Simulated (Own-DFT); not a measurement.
# What a defect does to the pressure of its cell: C40 NbSi2

The numbers are computed, not measured, by runs of the plane-wave DFT program Own-DFT (in-house, retired, unreviewed) at fixed positions, with no spin and no spin-orbit coupling.

Common settings: PBE; PseudoDojo norm-conserving scalar-relativistic files; cutoff 42 hartree; 4 x 4 x 5 k mesh centred on Gamma; cold (Marzari-Vanderbilt) smearing of 0.2 eV.

Known weak points: forces on such cells failed a check on a denser k mesh; stress not checked against mesh or cutoff.

All runs share one cell, with vectors in Å (0.000, 8.324, 0.000); (-9.613, 0.000, 0.000); (0.000, 0.000, 6.586) and a volume of 527.0 Å³. The atoms are randomly displaced, by u rms on each axis. The defect's site can differ from row to row.

| cell | formula | u (Å) | P (GPa) |
|---|---|---|---|
| no defect | Nb12Si24 | 0.0187 | 1.51 |
| no defect | Nb12Si24 | 0.0197 | 1.52 |
| no defect | Nb12Si24 | 0.0516 | 2.65 |
| one Si vacancy | Nb12Si23 | 0.0303 | 0.86 |
| one Si vacancy | Nb12Si23 | 0.0303 | 0.97 |
| one Si vacancy | Nb12Si23 | 0.0548 | 1.90 |
| two Nb on a Si site each | Nb14Si22 | 0.0309 | 7.58 |
| two Nb on a Si site each | Nb14Si22 | 0.0485 | 8.17 |
| two Nb on a Si site each | Nb14Si22 | 0.0492 | 8.34 |
| two Si on a Nb site each | Nb10Si26 | 0.0248 | ? |
| two Si on a Nb site each | Nb10Si26 | 0.0294 | 1.69 |
| two Si on a Nb site each | Nb10Si26 | 0.0484 | 2.97 |
| two Si on a Nb site each | Nb10Si26 | 0.0492 | 2.17 |

## Analysis

P = P0 + c u² + a shift for each defect gives P0 = 1.33 GPa, c = 495 ± 76 GPa/Å² and a scatter of 0.23 GPa. The shifts, and each times the cell's volume:

- two Nb on a Si site each: 5.75 ± 0.20 GPa, 18.9 eV (9.5 eV for each of its 2 sites)
- two Si on a Nb site each: 0.01 ± 0.20 GPa, 0.0 eV (0.0 eV for each of its 2 sites) (not resolved)
- one Si vacancy: -0.89 ± 0.19 GPa, -2.9 eV

A positive shift means that the defect pushes the cell outwards. Shift times volume (160.2 GPa Å³ is 1 eV) depends little on the cell's size, so, taken for each site, it can be compared between cells at like pressure. The atoms around the defects weren't relaxed, which would change these numbers.

## Withheld run

Asked: what pressure belongs in the blank (two Si on a Nb site each, u = 0.0248 Å)?

From the fit: 1.65 ± 0.29 GPa. The run itself gave 1.59 GPa.
